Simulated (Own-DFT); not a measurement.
Simulation results for Si3N4 (beta silicon nitride, atoms displaced)

Computed with Own-DFT development build. A calculation, not a measurement: plane-wave PBE density functional theory by an unreviewed code, no spin, of a simulated periodic cell, stress positive in tension, free energy of the whole cell less one offset for each atom, some atoms lie very close together; forces on such cells moved up to 12 meV/angstrom on a denser k mesh; offsets are fitted by least squares, one for each functional and potential file, so energies compare only between cells with the same atoms and settings and are not formation energies; the far tail of each file's local potential was reset to the Coulomb form; each entry is a single point on an unrelaxed cell, so the pressure reflects the starting lattice, mostly measured values (interpolated for alloys), from which strain is counted, and rises with the displacements; printed positions are rounded, which can move forces by about a meV/angstrom; the program, named Own-DFT, is a retired in-house code; no spin-orbit coupling; before rounding, a Quantum ESPRESSO 7.3.1 run of the same cell and cutoff gave forces within 1 meV/angstrom rms on each cell, which checks the program and not the settings.

Common to all runs: functional PBE; potential files PseudoDojo norm-conserving, scalar-relativistic, standard set; wave cutoff 42 hartree; occupations Fermi-Dirac; smearing width 0.1 eV; k mesh 2 x 2 x 4 centred on Gamma.

(1) Si3N4 (beta silicon nitride, atoms displaced)

```cif
# cell vector a (Å): 15.2120 0.0000 0.0000
# cell vector b (Å): -7.6060 13.1740 0.0000
# cell vector c (Å): 0.0000 0.0000 5.8180
data_Si3N4
_symmetry_space_group_name_H-M 'P 1'
_symmetry_Int_Tables_number 1
_cell_length_a 15.2120
_cell_length_b 15.2120
_cell_length_c 5.8180
_cell_angle_alpha 90.000
_cell_angle_beta 90.000
_cell_angle_gamma 120.000
_cell_volume 1165.94
loop_
_atom_site_label
_atom_site_type_symbol
_atom_site_fract_x
_atom_site_fract_y
_atom_site_fract_z
_atom_site_occupancy
Si1 Si 0.09466 0.39983 0.10976 1
Si2 Si 0.11695 0.19746 0.15399 1
Si3 Si 0.29188 0.41070 0.12458 1
Si4 Si 0.43002 0.12640 0.38035 1
Si5 Si 0.39147 0.30792 0.38814 1
Si6 Si 0.21003 0.08572 0.35471 1
N1 N 0.16223 0.01089 0.12731 1
N2 N 0.49833 0.16274 0.10083 1
N3 N 0.34596 0.33832 0.11146 1
N4 N 0.33314 0.48068 0.37437 1
N5 N 0.00562 0.34992 0.36891 1
N6 N 0.15497 0.17024 0.38824 1
N7 N 0.16974 0.33189 0.14141 1
N8 N 0.33207 0.17120 0.35438 1
Si7 Si 0.08272 0.38357 0.67544 1
Si8 Si 0.11514 0.19498 0.63035 1
Si9 Si 0.30197 0.42004 0.63529 1
Si10 Si 0.40763 0.11538 0.87066 1
Si11 Si 0.37891 0.29565 0.87267 1
Si12 Si 0.19265 0.08270 0.88565 1
N9 N 0.16130 0.01041 0.62482 1
N10 N 0.47695 0.14127 0.66485 1
N11 N 0.35346 0.34750 0.63017 1
N12 N 0.33592 0.48738 0.86444 1
N13 N 0.02614 0.35676 0.87451 1
N14 N 0.14314 0.15954 0.89873 1
N15 N 0.15811 0.33253 0.61901 1
N16 N 0.33946 0.18105 0.83116 1
Si13 Si 0.08761 0.88644 0.15270 1
Si14 Si 0.11702 0.69976 0.13355 1
Si15 Si 0.29904 0.89869 0.14295 1
Si16 Si 0.40428 0.62576 0.38224 1
Si17 Si 0.38912 0.80109 0.38216 1
Si18 Si 0.20616 0.58550 0.38403 1
N17 N 0.16047 0.50734 0.12992 1
N18 N 0.48520 0.65398 0.11776 1
N19 N 0.33761 0.83421 0.12344 1
N20 N 0.34098 0.99171 0.38283 1
N21 N 0.02753 0.85716 0.36525 1
N22 N 0.14018 0.65447 0.35763 1
N23 N 0.16331 0.82642 0.09818 1
N24 N 0.34239 0.67077 0.37884 1
Si19 Si 0.08706 0.87276 0.63649 1
Si20 Si 0.12085 0.68959 0.63426 1
Si21 Si 0.29037 0.90786 0.63517 1
Si22 Si 0.40550 0.60916 0.89790 1
Si23 Si 0.38674 0.78678 0.87152 1
Si24 Si 0.19301 0.58757 0.87917 1
N25 N 0.15910 0.51510 0.59818 1
N26 N 0.47974 0.64911 0.60254 1
N27 N 0.35147 0.84894 0.63118 1
N28 N 0.33186 0.99620 0.87552 1
N29 N 0.02290 0.85392 0.87427 1
N30 N 0.14782 0.66262 0.85297 1
N31 N 0.17584 0.83320 0.61461 1
N32 N 0.32361 0.65839 0.89813 1
Si25 Si 0.58627 0.38556 0.11181 1
Si26 Si 0.61840 0.20864 0.13692 1
Si27 Si 0.79558 0.40862 0.13871 1
Si28 Si 0.91025 0.11654 0.35997 1
Si29 Si 0.88461 0.30024 0.37346 1
Si30 Si 0.70993 0.08610 0.35753 1
N33 N 0.67659 0.02349 0.10823 1
N34 N 0.97875 0.14362 0.14864 1
N35 N 0.85455 0.33461 0.14048 1
N36 N 0.83269 0.49162 0.38917 1
N37 N 0.51616 0.35449 0.39325 1
N38 N 0.65604 0.16792 0.38773 1
N39 N 0.66702 0.33320 0.13606 1
N40 N 0.82589 0.16786 0.40289 1
Si31 Si 0.59285 0.39995 0.60813 1
Si32 Si 0.61498 0.18954 0.62834 1
Si33 Si 0.80427 0.41253 0.64115 1
Si34 Si 0.91583 0.11200 0.89118 1
Si35 Si 0.87073 0.29767 0.87128 1
Si36 Si 0.71099 0.10602 0.87174 1
N41 N 0.66786 0.01298 0.64536 1
N42 N 0.99052 0.14699 0.62576 1
N43 N 0.85193 0.33120 0.63964 1
N44 N 0.83986 0.47322 0.86067 1
N45 N 0.51840 0.35084 0.90229 1
N46 N 0.65363 0.18169 0.86097 1
N47 N 0.65673 0.33362 0.62798 1
N48 N 0.82480 0.16306 0.87755 1
Si37 Si 0.59000 0.88303 0.12582 1
Si38 Si 0.61094 0.69730 0.12186 1
Si39 Si 0.80451 0.91441 0.13359 1
Si40 Si 0.91964 0.61607 0.35478 1
Si41 Si 0.89067 0.80557 0.38333 1
Si42 Si 0.71829 0.60033 0.40022 1
N49 N 0.67297 0.51358 0.15521 1
N50 N 0.97994 0.65408 0.12406 1
N51 N 0.84674 0.83367 0.11557 1
N52 N 0.83512 0.97260 0.39667 1
N53 N 0.51600 0.85120 0.35385 1
N54 N 0.65602 0.67323 0.37822 1
N55 N 0.65425 0.83256 0.15411 1
N56 N 0.83730 0.68924 0.35234 1
Si43 Si 0.58711 0.89119 0.62346 1
Si44 Si 0.60967 0.69417 0.60222 1
Si45 Si 0.78864 0.90616 0.62876 1
Si46 Si 0.92760 0.61627 0.87119 1
Si47 Si 0.88088 0.79935 0.86176 1
Si48 Si 0.71692 0.59611 0.88711 1
N57 N 0.68567 0.52380 0.60244 1
N58 N 0.98636 0.64535 0.65435 1
N59 N 0.84585 0.82797 0.61530 1
N60 N 0.84081 0.98732 0.87841 1
N61 N 0.52418 0.84211 0.88520 1
N62 N 0.65064 0.66385 0.89732 1
N63 N 0.66349 0.82503 0.60194 1
N64 N 0.83991 0.68196 0.84534 1
```

* free energy of cell above offsets: 29.642 eV
* pressure: 17.99 GPa
* stress xx: -17.61 GPa
* stress yy: -15.18 GPa
* stress zz: -21.17 GPa
* stress yz: 1.46 GPa
* stress xz: 1.52 GPa
* stress xy: 0.21 GPa

Force:
| element | x (eV/Å) | y (eV/Å) | z (eV/Å) |
| --- | --- | --- | --- |
| Si | -0.58 | -17.99 | 5.109 |
| Si | -2.6 | 3.238 | -2.687 |
| Si | 1.445 | 0.832 | 0.356 |
| Si | -3.26 | -1.785 | -0.584 |
| Si | -2.948 | -2.015 | -2.368 |
| Si | -1.368 | 0.131 | 5.173 |
| N | 0.205 | 1.504 | -0.594 |
| N | -4.247 | -2.838 | 3.378 |
| N | 2.265 | -0.789 | 2.117 |
| N | -1.041 | 3.917 | -0.616 |
| N | 4.506 | 2.433 | 0.666 |
| N | 3.144 | -2.649 | 0.17 |
| N | -4.241 | -0.869 | -1.044 |
| N | 3.657 | 1.911 | 0.09 |
| Si | 9.805 | 3.174 | -22.3 |
| Si | -1.018 | 3.733 | 2.088 |
| Si | -3.527 | -3.035 | -4.146 |
| Si | -3.832 | 2.21 | 5.835 |
| Si | 0.785 | 5.883 | 1.273 |
| Si | 3.295 | 0.101 | -3.829 |
| N | 0.136 | 0.787 | -0.361 |
| N | 7.302 | 3.245 | -10.59 |
| N | 2.455 | -1.867 | -0.098 |
| N | -0.999 | -0.481 | 4.126 |
| N | -12.73 | -5.53 | 15.12 |
| N | -0.43 | 0.149 | -0.833 |
| N | 3.044 | 0.239 | 1.36 |
| N | -0.37 | -7.833 | 1.314 |
| Si | 5.676 | 0.122 | -12.13 |
| Si | -3.273 | 3.131 | -3.958 |
| Si | -18.45 | 16.98 | 0.186 |
| Si | 17.36 | -9.864 | -2.173 |
| Si | -2.422 | 2.096 | -0.672 |
| Si | 0.18 | 1.246 | -4.505 |
| N | 1.536 | 17.02 | -0.258 |
| N | -2.112 | -1.207 | 2.023 |
| N | 19.82 | -14.32 | -1.193 |
| N | 0.154 | -2.246 | -1.009 |
| N | -6.776 | -4.527 | 10.21 |
| N | 3.02 | -1.335 | 3.649 |
| N | 0.421 | 0.818 | 1.859 |
| N | -17.58 | 6.043 | 0.059 |
| Si | 0.894 | 3.829 | -1.492 |
| Si | -8.438 | 6.072 | -11.06 |
| Si | 0.889 | 10.71 | 0.531 |
| Si | 1.806 | 2.39 | -3.426 |
| Si | -1.494 | 3.767 | 0.746 |
| Si | 4.357 | -3.809 | -1.059 |
| N | -0.26 | -1.241 | 7.279 |
| N | 0.549 | 0.137 | 4.258 |
| N | 8.533 | -6.205 | -0.003 |
| N | -0.154 | -7.632 | 1.639 |
| N | -2.974 | -1.539 | 2.486 |
| N | 3.095 | -1.93 | 12.13 |
| N | -5.431 | -7.091 | -0.443 |
| N | -0.01 | 0.804 | -0.563 |
| Si | 3.974 | 2.261 | 7.377 |
| Si | 2.081 | 0.016 | -0.873 |
| Si | -1.039 | 1.495 | -0.456 |
| Si | -2.984 | -2.253 | 9.601 |
| Si | 1.402 | -2.712 | 3.408 |
| Si | -3.663 | -1.9 | 2.705 |
| N | -1.344 | -2.227 | 0.474 |
| N | 4.175 | 2.183 | -5.889 |
| N | -3.733 | 1.485 | -3.812 |
| N | 2.013 | -1.77 | -1.292 |
| N | -0.611 | -0.11 | -3.694 |
| N | 0.468 | -1.346 | -3.241 |
| N | 0.606 | 1.917 | 0.144 |
| N | 5.065 | 1.303 | -0.981 |
| Si | 2.602 | -2.229 | 4.571 |
| Si | -8.604 | 5.124 | -4.394 |
| Si | -5.168 | -4.574 | -7.59 |
| Si | -0.785 | 1.828 | -3.314 |
| Si | 5.855 | -3.351 | 6.571 |
| Si | -6.373 | -7.422 | -0.417 |
| N | -0.627 | 3.008 | -2.417 |
| N | -4.175 | -1.606 | 0.58 |
| N | -3.185 | 2.635 | -6.725 |
| N | 0.455 | 7.122 | 9.624 |
| N | -5.023 | -0.772 | -8.504 |
| N | 6.481 | -2.597 | 8.79 |
| N | 4.095 | -0.38 | -0.374 |
| N | 9.216 | 6.987 | 0.531 |
| Si | -2.437 | 4.93 | -1.238 |
| Si | -0.347 | 3.119 | 2.485 |
| Si | -3.648 | -0.67 | -0.238 |
| Si | -4.934 | -0.148 | 6.862 |
| Si | 0.589 | 4.642 | -3.427 |
| Si | -2.191 | 1.475 | -6.735 |
| N | 0.361 | 2.698 | -2.586 |
| N | 5.282 | 1.509 | -1.939 |
| N | 1.828 | 0.299 | 0.706 |
| N | -0.326 | 5.228 | -3.64 |
| N | -2.187 | 0.457 | 4.028 |
| N | 2.082 | -2.642 | -2.911 |
| N | 9.887 | -2.431 | -1.107 |
| N | 5.355 | -8.013 | -0.169 |
| Si | 2.519 | -3.283 | -0.237 |
| Si | -2.043 | 1.819 | 5.165 |
| Si | 0.924 | -0.64 | 2.146 |
| Si | -9.231 | -3.89 | 5.137 |
| Si | 2.377 | 4.155 | 2.163 |
| Si | -1.524 | -2.062 | 0.685 |
| N | -1.038 | -1.689 | 7.647 |
| N | 5.827 | 3.207 | -11.51 |
| N | -2.357 | 2.877 | 1.815 |
| N | -0.6 | -2.984 | 0.304 |
| N | -5.234 | -1.264 | -3.207 |
| N | 0.7 | -1.047 | -4.66 |
| N | -2.25 | 1.381 | 1.904 |
| N | 3.68 | -7.166 | 0.915 |

(2) Si3N4 (beta silicon nitride, atoms displaced)

```cif
# cell vector a (Å): 15.2120 0.0000 0.0000
# cell vector b (Å): -7.6060 13.1740 0.0000
# cell vector c (Å): 0.0000 0.0000 5.8180
data_Si3N4
_symmetry_space_group_name_H-M 'P 1'
_symmetry_Int_Tables_number 1
_cell_length_a 15.2120
_cell_length_b 15.2120
_cell_length_c 5.8180
_cell_angle_alpha 90.000
_cell_angle_beta 90.000
_cell_angle_gamma 120.000
_cell_volume 1165.94
loop_
_atom_site_label
_atom_site_type_symbol
_atom_site_fract_x
_atom_site_fract_y
_atom_site_fract_z
_atom_site_occupancy
Si1 Si 0.09117 0.39477 0.10837 1
Si2 Si 0.10528 0.20011 0.11906 1
Si3 Si 0.31017 0.41848 0.14828 1
Si4 Si 0.41904 0.11979 0.37805 1
Si5 Si 0.37670 0.29447 0.36561 1
Si6 Si 0.20835 0.08017 0.34215 1
N1 N 0.16410 0.01293 0.11485 1
N2 N 0.45913 0.13905 0.08799 1
N3 N 0.34997 0.33034 0.12009 1
N4 N 0.34050 0.49283 0.35811 1
N5 N 0.01358 0.35140 0.34359 1
N6 N 0.15091 0.17021 0.33506 1
N7 N 0.16942 0.33265 0.11989 1
N8 N 0.33077 0.17544 0.33202 1
Si7 Si 0.09585 0.38967 0.62558 1
Si8 Si 0.09550 0.18722 0.60717 1
Si9 Si 0.31376 0.43114 0.62929 1
Si10 Si 0.40251 0.10585 0.88127 1
Si11 Si 0.39320 0.29073 0.85667 1
Si12 Si 0.20447 0.09006 0.89036 1
N9 N 0.15257 0.01640 0.60425 1
N10 N 0.49372 0.14823 0.61403 1
N11 N 0.34747 0.33050 0.63328 1
N12 N 0.34355 0.49192 0.87860 1
N13 N 0.01734 0.34787 0.88517 1
N14 N 0.15476 0.17235 0.87649 1
N15 N 0.17067 0.33753 0.63752 1
N16 N 0.33527 0.16678 0.88310 1
Si13 Si 0.07830 0.88257 0.12032 1
Si14 Si 0.11808 0.70036 0.16126 1
Si15 Si 0.30756 0.91791 0.11643 1
Si16 Si 0.41472 0.62690 0.39275 1
Si17 Si 0.37525 0.79608 0.38317 1
Si18 Si 0.18776 0.58581 0.38465 1
N17 N 0.17471 0.51753 0.10579 1
N18 N 0.49384 0.64882 0.11146 1
N19 N 0.35183 0.83571 0.12850 1
N20 N 0.35358 0.00457 0.37975 1
N21 N 0.01114 0.85501 0.38230 1
N22 N 0.14202 0.66915 0.41860 1
N23 N 0.16357 0.83056 0.13900 1
N24 N 0.34595 0.67802 0.39859 1
Si19 Si 0.09556 0.89290 0.57786 1
Si20 Si 0.11883 0.69889 0.64113 1
Si21 Si 0.28858 0.90878 0.62838 1
Si22 Si 0.40645 0.60504 0.85722 1
Si23 Si 0.38572 0.79869 0.86886 1
Si24 Si 0.21303 0.58262 0.87707 1
N25 N 0.15878 0.51447 0.60029 1
N26 N 0.48758 0.65308 0.63780 1
N27 N 0.35135 0.84041 0.63489 1
N28 N 0.34219 0.98584 0.87714 1
N29 N 0.01242 0.84625 0.87259 1
N30 N 0.14405 0.67147 0.88881 1
N31 N 0.16343 0.82264 0.62200 1
N32 N 0.34201 0.66847 0.89950 1
Si25 Si 0.59683 0.39210 0.13613 1
Si26 Si 0.62283 0.20677 0.13879 1
Si27 Si 0.79997 0.41884 0.11860 1
Si28 Si 0.91223 0.11833 0.39985 1
Si29 Si 0.88041 0.30005 0.34194 1
Si30 Si 0.69986 0.08825 0.37516 1
N33 N 0.66880 0.01218 0.14386 1
N34 N 0.98236 0.15328 0.10509 1
N35 N 0.85313 0.32512 0.12442 1
N36 N 0.83137 0.48300 0.38438 1
N37 N 0.52720 0.36175 0.35098 1
N38 N 0.66243 0.16716 0.36947 1
N39 N 0.66477 0.32930 0.12059 1
N40 N 0.83815 0.15958 0.38536 1
Si31 Si 0.58049 0.39409 0.64294 1
Si32 Si 0.61926 0.20288 0.62344 1
Si33 Si 0.80926 0.42005 0.64072 1
Si34 Si 0.91318 0.11011 0.87209 1
Si35 Si 0.88451 0.30180 0.86959 1
Si36 Si 0.71045 0.09295 0.85816 1
N41 N 0.65480 0.01219 0.61248 1
N42 N 0.97648 0.13700 0.62509 1
N43 N 0.85124 0.33212 0.62209 1
N44 N 0.83414 0.47753 0.88395 1
N45 N 0.51004 0.35638 0.87827 1
N46 N 0.64873 0.15424 0.87049 1
N47 N 0.66724 0.33995 0.61014 1
N48 N 0.83313 0.16725 0.86691 1
Si37 Si 0.58342 0.88575 0.09873 1
Si38 Si 0.60645 0.69764 0.12864 1
Si39 Si 0.79746 0.90276 0.12429 1
Si40 Si 0.92209 0.61731 0.37767 1
Si41 Si 0.87270 0.78968 0.35093 1
Si42 Si 0.68817 0.57128 0.38144 1
N49 N 0.67203 0.50739 0.13202 1
N50 N 0.98151 0.65498 0.10081 1
N51 N 0.85294 0.85033 0.13924 1
N52 N 0.84794 0.99214 0.36623 1
N53 N 0.51350 0.85937 0.37898 1
N54 N 0.65456 0.67726 0.38616 1
N55 N 0.67165 0.84482 0.12903 1
N56 N 0.83636 0.66488 0.35500 1
Si43 Si 0.58037 0.88133 0.65069 1
Si44 Si 0.62223 0.71324 0.63551 1
Si45 Si 0.78266 0.90327 0.60383 1
Si46 Si 0.91693 0.60399 0.88728 1
Si47 Si 0.89559 0.80770 0.89642 1
Si48 Si 0.69695 0.57881 0.84577 1
N57 N 0.67197 0.52929 0.60639 1
N58 N 0.98657 0.64570 0.62016 1
N59 N 0.86566 0.84463 0.60256 1
N60 N 0.81813 0.97185 0.87233 1
N61 N 0.52153 0.86262 0.89161 1
N62 N 0.63011 0.64609 0.84948 1
N63 N 0.65757 0.84599 0.65416 1
N64 N 0.83547 0.66429 0.86953 1
```

* stress xx: —

Question: What stress xx does the calculation give for Si3N4 (beta silicon nitride, atoms displaced) (entry 2)?
Answer: -13.78 GPa

Question: Give the table of force values for Si3N4 (beta silicon nitride, atoms displaced) (entry 2).
Answer: 
Force:
| element | x (eV/Å) | y (eV/Å) | z (eV/Å) |
| --- | --- | --- | --- |
| Si | 3.228 | -5.363 | 2.783 |
| Si | 1.628 | 3.042 | -2.906 |
| Si | -2.435 | -6.592 | -6.067 |
| Si | -0.986 | 7.354 | -2.549 |
| Si | 0.933 | 3.599 | 1.264 |
| Si | -3.465 | 4.708 | 4.821 |
| N | 0.436 | -2.974 | -1.664 |
| N | 11.38 | 7.31 | 15.76 |
| N | -0.503 | 2.161 | -1.619 |
| N | 0.145 | 3.555 | 6.002 |
| N | 0.324 | 1.458 | 3.237 |
| N | 1.549 | -2.787 | 5.826 |
| N | -0.701 | 3.573 | 0.523 |
| N | 3.541 | -5.047 | 2.345 |
| Si | -1.761 | -5.201 | -1.306 |
| Si | 8.814 | 4.831 | 0.482 |
| Si | -1.286 | -7.167 | -1.655 |
| Si | -2.905 | 1.101 | -12.84 |
| Si | -8.311 | -0.197 | 2.109 |
| Si | -2.482 | 2.009 | -4.612 |
| N | 2.525 | 2.69 | 1.122 |
| N | -3.227 | -0.323 | 1.003 |
| N | 0.379 | 1.738 | -2.082 |
| N | -0.907 | -7.784 | 1.451 |
| N | -1.89 | 0.827 | -4.568 |
| N | -0.493 | -2.046 | -2.258 |
| N | 0.688 | 0.315 | -0.937 |
| N | -1.026 | -2.727 | -2.134 |
| Si | 2.359 | -1.027 | 0.343 |
| Si | -3.527 | 2.984 | -5.097 |
| Si | -2.855 | -0.71 | 3.505 |
| Si | 5.336 | -0.958 | -3.33 |
| Si | 4.236 | 4.184 | -0.248 |
| Si | 3.69 | 2.399 | -4.547 |
| N | -1.229 | 1.535 | 5.014 |
| N | -11.01 | -4.565 | 1.094 |
| N | -0.643 | -0.651 | -1 |
| N | -2.368 | -12.78 | 0.167 |
| N | -0.731 | -1.567 | -5.116 |
| N | 7.581 | -5.228 | -11.23 |
| N | 1.016 | 2.105 | 0.12 |
| N | -6.681 | -3.184 | -0.221 |
| Si | 0.192 | -3.501 | 5.66 |
| Si | -7.741 | 2.776 | 8.444 |
| Si | 1.747 | 2.475 | -0.689 |
| Si | 3.726 | 10.72 | 3.581 |
| Si | 0.914 | 0.355 | 2.231 |
| Si | -2.35 | 4.208 | -3.635 |
| N | 0.986 | 1.034 | 5.585 |
| N | -0.73 | 0.079 | -2.276 |
| N | -0.598 | -0.911 | -0.583 |
| N | -1.644 | -5.055 | -2.743 |
| N | 4.568 | 2.736 | -0.754 |
| N | 5.467 | -3.439 | 3.338 |
| N | -1.94 | 5.005 | -0.295 |
| N | -2.097 | 0.153 | -1.161 |
| Si | 0.198 | -6.415 | -4.12 |
| Si | -0.299 | -3.563 | -3.782 |
| Si | -0.526 | -5.395 | 6.315 |
| Si | 1.39 | -3.632 | -7.45 |
| Si | 8.726 | -5.643 | 13.82 |
| Si | 6.617 | -5.104 | -0.198 |
| N | -0.92 | 1.803 | -3.699 |
| N | -0.706 | -0.583 | 3.037 |
| N | -9.873 | 5.993 | -10.15 |
| N | 1.553 | 1.524 | -1.743 |
| N | -5.446 | -2.442 | 7.707 |
| N | -5.977 | 4.793 | 0.704 |
| N | 1.034 | 2.279 | -0.474 |
| N | -8.203 | 4.923 | -0.675 |
| Si | 4.018 | -2.169 | -5.156 |
| Si | 1.117 | 1.869 | 0.992 |
| Si | -2.468 | -5.464 | -5.028 |
| Si | -4.488 | -2.988 | 1.644 |
| Si | 4.035 | -3.591 | -1.053 |
| Si | 0.76 | -5.62 | 1.721 |
| N | 0.555 | 1.55 | 2.253 |
| N | 0.834 | 0.96 | 2.657 |
| N | -1.46 | 1.936 | -1.482 |
| N | 0.765 | 3.671 | -0.878 |
| N | 6.36 | 3.84 | 1.285 |
| N | -4.537 | 4.113 | 1.307 |
| N | 0.646 | 0.258 | 1.684 |
| N | 2.687 | 1.866 | -0.092 |
| Si | 7.064 | 4.004 | 14.61 |
| Si | 8.248 | 5.862 | -0.369 |
| Si | -13.76 | 12.14 | -0.775 |
| Si | -4.649 | -0.194 | -2.043 |
| Si | 2.347 | -0.265 | 4.678 |
| Si | 1.212 | 11.77 | -13.89 |
| N | -0.071 | 6.49 | -3.255 |
| N | 5.635 | 1.579 | 8.678 |
| N | 14.21 | -9.264 | -2.387 |
| N | -1.277 | -4.286 | 0.413 |
| N | -0.789 | -1.933 | 0.065 |
| N | 1.529 | -2.079 | -1.968 |
| N | -1.051 | -5.818 | 0.356 |
| N | -1.189 | -1.456 | 0.433 |
| Si | -5.782 | 5.309 | -7.225 |
| Si | -2.035 | 0.032 | -1.014 |
| Si | 4.177 | 4.788 | 0.967 |
| Si | -5.537 | 2.746 | -6.882 |
| Si | -4.991 | -3.965 | -4.568 |
| Si | 1.762 | 7.577 | 8.403 |
| N | 0.132 | -12.05 | 9.031 |
| N | 0.845 | -0.705 | 2.454 |
| N | -3.595 | -0.711 | 3.154 |
| N | 1.886 | 2.824 | -1.275 |
| N | -9.501 | -5.026 | -7.65 |
| N | 2.391 | 0.389 | 4.203 |
| N | 8.457 | -6.968 | -1.069 |
| N | -0.919 | -0.801 | 0.097 |

Further results for Si3N4 (beta silicon nitride, atoms displaced) (entry 2):

- free energy of cell above offsets: 32.550 eV
- pressure: 17.38 GPa
- stress yy: -15.83 GPa
- stress zz: -22.54 GPa
- stress yz: 0.77 GPa
- stress xz: -4.86 GPa
- stress xy: -0.04 GPa
